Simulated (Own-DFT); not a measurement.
## Calculated data, GaP (zincblende, strongly disordered by large displacements), InAs (zincblende, strongly disordered by large displacements)

All values are calculated (Own-DFT development build). A calculation, not a measurement: plane-wave PBE density functional theory by an unreviewed code, no spin, of a simulated periodic cell, stress positive in tension, free energy of the whole cell less one offset for each atom, forces on such cells passed a denser k mesh, this cell's mesh not checked; broken bonds can close the gap or carry spin, so checks made on this kind of crystal may not hold here; offsets are fitted by least squares, one for each functional and potential file, so energies compare only between cells with the same atoms and settings and are not formation energies; the far tail of each file's local potential was reset to the Coulomb form; each entry is a single point on an unrelaxed cell, so the pressure reflects the starting lattice, mostly measured values (interpolated for alloys), from which strain is counted, and rises with the displacements; printed positions are rounded, which can move forces by about a meV/angstrom; the program, named Own-DFT, is a retired in-house code; no spin-orbit coupling.

Settings shared by all entries: functional PBE; potential files PseudoDojo norm-conserving, scalar-relativistic, standard set; wave cutoff 42 hartree; occupations Fermi-Dirac; smearing width 0.1 eV; k mesh 3 x 3 x 3 centred on Gamma.

(1) 
```xyz
64
Lattice="10.9010 0.0000 0.0000 0.0000 10.9010 0.0000 0.0000 0.0000 10.9010" Properties=species:S:1:pos:R:3:force_x:R:1:force_y:R:1:force_z:R:1 formula=GaP hardware=one_NVIDIA_H100 free_energy_of_cell_above_offsets=-6.585 pressure=9.19 stress_xx=-8.27 stress_yy=-9.27 stress_zz=-10.02 stress_yz=2.2 stress_xz=2.4 stress_xy=-2.73 wall_time=556.7
Ga     0.0306    10.9000     0.5141      3.048      2.324     -4.889
Ga    10.6574     2.8110     2.8841      1.395     -2.486      0.848
Ga     2.7540    10.8126     2.5362     -1.296      4.987      2.761
Ga     2.8407     2.6317    10.7351      0.802     -0.431       0.46
P      1.4048     1.3333     1.4004      1.164      2.954      0.948
P      1.3491     4.0531     3.8857      0.387     -0.152      2.484
P      4.3102     1.1832     4.1658      -2.96      1.744     -1.978
P      4.2430     3.9046     1.4491     -3.481      3.188     -2.813
Ga    10.6818    10.5495     5.4420      4.512      3.396     -3.354
Ga     0.5100     2.8383     8.0656      -1.37     -1.964      0.761
Ga     2.6020    10.8177     8.1248      3.805       3.27     -4.411
Ga     2.9991     2.8668     5.3646       -1.8     -2.014     -1.465
P      1.4727     1.5077     6.6222      0.526     -2.527     -0.359
P      1.5304     4.1627     9.4208     -1.137     -2.817        4.1
P      4.5795     1.4168     9.4835     -4.071     -4.745      3.489
P      3.8922     4.0480     6.9395      2.597      1.596      -1.02
Ga     0.2817     5.2563    10.8945     -1.596       0.28      1.277
Ga    10.6257     8.2937     2.5408      2.564     -0.596      0.492
Ga     2.7209     5.4907     2.9546      0.428     -1.496     -1.983
Ga     2.7081     8.3608     0.2155     -1.803     -3.218     -3.428
P      1.6575     6.5604     1.3429     -1.966      2.164     -0.663
P      1.6660     9.7357     4.0214     -2.887     -2.659      1.861
P      4.1500     6.7481     3.9934     -1.146       -3.3      2.963
P      3.8508     9.5752     1.4162      5.818     -2.246      0.018
Ga    10.8744     5.3248     5.5587      1.864      2.259       -1.9
Ga     0.0008     8.3202     8.1964      -0.09      0.015      0.194
Ga     2.6641     5.3326     8.2403       2.03      5.622     -2.551
Ga     3.1310     8.1773     5.2288     -2.741      1.568      2.093
P      1.2587     6.9527     6.6554      1.468     -0.457      0.647
P      1.6446     9.8432     9.5779     -4.408     -3.667      4.184
P      4.2793     6.9160     9.7433     -1.837     -1.986      1.084
P      4.1656     9.3441     6.9004      0.913      0.952      0.108
Ga     5.5901    10.4300     0.2747     -0.168      2.392     -0.545
Ga     5.2689     2.7362     2.7642      1.906     -3.368      1.314
Ga     7.9848    10.8139     2.7929      1.172      1.477     -1.194
Ga     8.1065     2.5051    10.7826      -0.01     -0.078      0.472
P      6.6332     1.2935     1.3696      0.747     -0.282      0.458
P      6.6038     4.0369     3.9729      1.897     -1.415      1.898
P      9.4118     1.2694     4.1771      0.345      -0.43     -0.497
P      9.5819     3.7551     1.3345     -1.613      2.739       -1.8
Ga     5.7482     0.1519     5.3210     -1.305     -4.123     -0.356
Ga     5.2810     2.8814     8.3209      1.994      2.123     -3.392
Ga     8.0775    10.7152     8.4437      3.404      4.326     -3.192
Ga     8.1942     2.3382     5.8577      1.582      1.743     -1.421
P      6.5912     1.2453     6.8077      1.379       2.23      5.371
P      6.7573     4.1072     9.5582      2.583     -1.751     -1.659
P      9.5621     1.0785     9.6914      0.878      1.262     -0.702
P     10.0152     3.7815     6.6827     -4.901     -0.622      1.197
Ga     5.5989     5.2173     0.0044     -1.756      2.676      2.674
Ga     5.1966     7.9699     2.8099      4.432       3.84     -3.484
Ga     8.0581     5.3203     2.9494      3.731     -1.836      0.879
Ga     8.0249     8.0457     0.2015      1.919      0.652     -2.128
P      7.1738     6.6904     1.7018     -4.584      2.193     -2.543
P      6.9198     9.4688     4.1855     -2.108     -1.111     -1.107
P      9.7283     6.8451     4.0834      0.826     -2.655     -0.949
P      9.5244     9.7120     1.1880     -5.184     -4.109       2.59
Ga     5.4263     5.3419     5.2822     -0.169      0.767      2.886
Ga     5.6777     8.0292     8.5354     -1.443       0.24     -2.648
Ga     8.0491     5.4311     8.1893      2.207     -0.245       0.12
Ga     8.2484     7.9434     5.0935     -1.237      1.427      3.532
P      6.9562     6.9974     6.9925     -0.043     -1.222      -2.66
P      6.7808     9.6180     9.4613     -2.051     -3.471      4.449
P      9.7010     6.5847     9.6655     -1.022      1.468     -0.525
P      9.3425     9.8635     6.7551     -2.143     -4.398      3.002
```

Units: free_energy_of_cell_above_offsets in eV; pressure, stress_xx, stress_yy, stress_zz, stress_yz, stress_xz, stress_xy in GPa; wall_time in s; force_x, force_y, force_z in eV/Å.

(2) 
```xyz
64
Lattice="12.1166 0.0000 0.0000 0.0000 12.1166 0.0000 0.0000 0.0000 12.1166" Properties=species:S:1:pos:R:3:force_x:R:1:force_y:R:1:force_z:R:1 formula=InAs hardware=one_NVIDIA_H200 free_energy_of_cell_above_offsets=12.152 pressure=11.71 stress_xx=-12.05 stress_yy=-11.76 stress_zz=-11.33 stress_yz=-0.32 stress_xz=-1.22 stress_xy=-5.48 wall_time=1195
In     0.2505    12.1111     0.4275     -5.915     -8.056     -6.998
In     0.0864     3.1193     3.0826     -2.054      -1.83     -2.101
In     3.2448     0.2244     3.0896     -6.716     -3.288     -2.686
In     3.0086     3.2602     0.1746      0.578     -0.221      0.275
As     1.3914     1.4589     1.2006      7.361      9.359      6.209
As     1.4451     4.5930     4.3047       1.55      1.377      2.294
As     4.4177     1.4937     4.3276      5.557      5.032        4.6
As     4.6372     4.8445     1.5932     -2.541     -3.408      3.453
In    12.0642    12.0241     6.3721      8.251      8.118     -5.212
In    11.9736     3.2375     9.0205     -0.364      -2.77      0.153
In     3.2161    12.0721     9.1319       0.92      1.575     -0.708
In     3.1469     3.0215     5.9249     -0.615       0.59      0.516
As     1.5310     1.5964     7.5942      0.263     -0.032      0.201
As     1.4974     4.2789    10.4941      1.705      1.327     -0.432
As     4.6745     2.0055    10.7422     -1.582     -3.634      1.439
As     4.2372     4.5126     7.8776      2.329      -1.56     -1.872
In     0.1453     5.4955     0.0090     -0.173      1.771     -0.576
In     0.0489     8.8942     3.1893      8.414      7.642     -7.091
In     2.7295     6.2772     2.8430      4.289     -2.841      4.523
In     2.4830     8.8285     0.0455      4.191      5.099     -3.568
As     1.5270     7.3406     1.3413     -6.234     -0.603     -0.029
As     1.5453    10.5438     4.8345      -1.45      2.444     -3.061
As     4.3670     7.2991     4.9783      0.873     -0.422     -3.026
As     4.4280    10.8109     1.8460       2.26     -3.637      -3.05
In    12.0973     5.9994     6.2244      1.833      1.826     -1.552
In    12.0748     8.9794     9.4982       2.28      2.395     -4.812
In     3.2108     6.2862     9.1184     -4.894     -2.455       -3.5
In     2.8779     8.9565     5.8840      3.767      3.304      -1.96
As     1.8790     7.7697     7.4132     -5.006     -4.202       5.45
As     1.6472    10.4765    10.2451      0.148      0.874      2.759
As     4.4423     7.3759    10.5355      3.222      3.426      5.412
As     4.6442    10.5249     7.4595     -1.071     -1.293       1.37
In     6.5720     0.2892    11.9833     -5.728     -0.733     -2.719
In     6.6640     3.0115     2.7654     -3.871      1.868      0.478
In     8.9880    12.1131     2.9598       2.22      -1.63      2.559
In     9.0041     2.8506    12.0555      0.432     -0.594     -0.948
As     7.5346     1.2718     1.5835      2.487      1.406      0.925
As     7.4338     4.1658     4.6407      1.795      2.673      2.412
As    10.5903     1.6648     4.5539       0.88     -1.646     -1.119
As    10.3711     4.5989     1.2119      1.009     -2.255      -0.29
In     5.9172    12.0732     6.0842      0.515      2.086     -0.403
In     6.1979     3.1425     9.3928      -4.07     -3.036     -6.296
In     9.1723     0.0073     9.1799      -6.26     -5.857     -8.018
In     9.3053     2.8291     6.3028     -1.026      0.569     -0.832
As     7.5720     1.6009     7.5836     -1.244     -1.102      0.743
As     7.6560     4.3760    10.3231      5.149       5.41      4.777
As    10.3646     1.0920    10.4439      7.746       7.22      7.448
As    10.5882     4.6003     7.5146     -1.455      0.881      0.941
In     5.9232     5.9313     0.1115      2.854      1.967     -4.195
In     6.1255     8.8005     3.3137     -0.687      0.598     -0.322
In     9.2681     5.7513     2.9309     -1.977      2.072      2.646
In     9.1868     9.2552     0.1861     -2.133     -2.582     -2.134
As     7.6004     7.4091     1.3657      0.558      0.757      1.167
As     7.5727    10.5665     4.9174     -0.247      0.364     -2.555
As    10.8329     7.8540     4.2783     -9.346     -8.526      7.449
As    10.6381    10.6950     1.2764      0.972      0.319      3.521
In     6.1567     6.2594     6.3327     -1.654     -3.093     -0.765
In     5.9860     8.8470     9.1721      0.696      1.453     -0.382
In     8.9333     6.3042     9.0699      8.025     -7.529      9.233
In     9.0045     8.8796     5.9507      1.742     -0.026      0.773
As     7.8376     7.2422     7.7013     -6.886      8.507     -8.716
As     7.5801    10.7247    10.7420      0.737     -3.379     -2.267
As    10.6078     7.6294    10.4256     -3.057     -3.251      3.879
As    10.7101    10.7554     7.1468     -9.353     -8.819       6.59
```

Units: free_energy_of_cell_above_offsets in eV; pressure, stress_xx, stress_yy, stress_zz, stress_yz, stress_xz, stress_xy in GPa; wall_time in s; force_x, force_y, force_z in eV/Å.

(3) 
```xyz
64
Lattice="12.1166 0.0000 0.0000 0.0000 12.1166 0.0000 0.0000 0.0000 12.1166" Properties=species:S:1:pos:R:3 formula=InAs hardware=one_NVIDIA_H200
In     0.2588    12.0628    12.1131
In     0.2206     3.0332     3.0403
In     3.1109     0.0933     2.5459
In     2.5493     2.5284    11.8718
As     1.3846     1.3758     1.0565
As     1.1450     4.3210     4.4390
As     4.7824     1.6295     4.9442
As     5.0465     5.1579     1.1837
In    12.0127     0.1172     6.5401
In    12.0409     3.2035     9.5182
In     3.0635    11.9655     9.2754
In     2.6181     3.4308     5.6362
As     1.6159     0.9857     7.3902
As     1.6078     4.6215    10.3472
As     4.1995     1.6076    10.5507
As     5.1753     4.9413     7.7260
In     0.7263     5.8154     0.0026
In    11.7538     8.9450     2.7028
In     3.0675     5.9979     2.9552
In     2.9131     8.9395    12.0574
As     2.0386     7.5261     1.7160
As     1.7464    10.3780     4.7405
As     4.2668     7.5452     4.5353
As     4.1952    10.9506     1.1562
In     0.0752     6.5631     5.8342
In    11.7971     8.9966     8.9421
In     3.2923     5.5702     8.9587
In     2.3394     8.6764     6.1237
As     1.8343     6.4805     7.5962
As     1.7758    10.9035    10.6506
As     4.4506     7.2001    10.8686
As     4.6778    10.0542     7.9392
In     5.7275     0.2010    12.0462
In     6.1339     3.6625     2.4958
In     9.3713     0.5401     3.1009
In     9.4117     2.8686     0.3334
As     7.9317     2.0384     1.7717
As     6.9227     4.1625     4.6746
As    11.3330     2.0732     4.6229
As    10.0727     4.1864     1.8371
In     6.0258    11.7832     5.7300
In     5.6510     2.7102     8.8235
In     9.0164    11.8648     8.7962
In     9.0671     2.5474     6.3596
As     7.2184     1.5847     7.2306
As     8.2841     5.0093    10.3613
As    10.3747     1.5151     9.9011
As    10.2122     4.4870     7.4548
In     6.7711     6.8517    11.9540
In     5.4376     8.9497     3.2598
In     8.5989     5.7558     2.7532
In     8.9702     9.0841    12.0367
As     7.3860     7.9872     1.7785
As     8.0389    10.4933     4.3228
As    11.0387     7.4558     4.3150
As    10.6580    10.0219     1.1753
In     6.0422     6.2048     5.7751
In     6.2296     8.9848     8.7849
In     9.1557     5.9017     8.6647
In     8.5107     8.7904     5.9091
As     7.5402     7.8572     7.5826
As     7.5719    10.8182    10.2201
As    10.9717     7.1307    11.0124
As    10.4829    10.2774     7.4129
```

To be estimated
1. Give the missing stress xx for InAs (zincblende, strongly disordered by large displacements) (entry 3).
2. What pressure does the calculation give for InAs (zincblende, strongly disordered by large displacements) (entry 3)?
3. Give the table of force values for InAs (zincblende, strongly disordered by large displacements) (entry 3).

Answers
1. -15.49 GPa
2. 15.61 GPa
3. 
Force:
```tsv
element	x (eV/Å)	y (eV/Å)	z (eV/Å)
In	-7.254	-5.684	-3.956
In	0.212	-1.232	-13.14
In	-2.501	3.693	6.442
In	3.198	7.37	-3.91
As	-1.351	2.214	10.97
As	-1.435	10.07	0.038
As	-1.532	1.579	-1.819
As	-3.133	1.405	-2.254
In	-6.17	-3.872	-4.19
In	-1.222	-0.693	-2.715
In	3.593	1.405	-5.845
In	7.393	-5.071	6.131
As	7.262	5.14	3.458
As	1.409	-2.143	0.38
As	3.151	-0.005	-1.26
As	1.023	-1.688	-0.377
In	-1.231	2.055	3.696
In	5.38	-1.111	2.906
In	2.487	-4.756	2.149
In	0.725	1.015	-1.543
As	-4.736	2.916	-1.958
As	-2.081	3.59	-3.049
As	-2.281	-2.1	3.781
As	2.954	-6.142	-2.199
In	3.097	-4.49	5.773
In	1.957	-1.696	2.569
In	4.089	-0.282	3.804
In	2.203	-2.213	2.839
As	-4.532	3.943	-3.757
As	-3.962	-5.826	2.637
As	0.084	0.552	-1.057
As	-8.885	6.302	-5.289
In	3.198	0.829	-0.618
In	-0.236	-2.74	0.627
In	1.438	-1.589	1.219
In	0.733	-3.447	-11.61
As	-4.888	-3.028	1.61
As	2.459	-0.254	1.688
As	-6.048	-5.833	7.504
As	6.112	4.063	4.718
In	0.446	-1.997	0.945
In	0.601	1.042	0.186
In	1.159	1.565	-2.814
In	3.023	2.055	-2.582
As	-2.255	-3.462	1.569
As	-4.713	-3.6	8.301
As	0.02	-0.06	3.058
As	5.848	-3.753	-4.335
In	-0.46	-2.654	-3.228
In	2.814	4.384	-3.23
In	-1.561	2.309	2.288
In	-1.984	-0.987	-2.568
As	1.442	1.278	2.35
As	-1.712	1.785	-1.74
As	-7.216	1.206	-3.48
As	0.003	6.548	-2.434
In	0.556	1.201	-0.042
In	1.534	-0.607	9.537
In	-0.257	8.35	-2.35
In	4.747	2.084	-4.285
As	2.713	-8.971	0.044
As	-2.647	-2.155	4.028
As	-1.634	1.324	-1.4
As	-1.146	0.871	-2.209
```

Further results for InAs (zincblende, strongly disordered by large displacements) (entry 3):

* free energy of cell above offsets: 35.115 eV
* stress yy: -13.7 GPa
* stress zz: -17.64 GPa
* stress yz: 2.45 GPa
* stress xz: 0.54 GPa
* stress xy: -0.62 GPa
* wall time: 1252 s
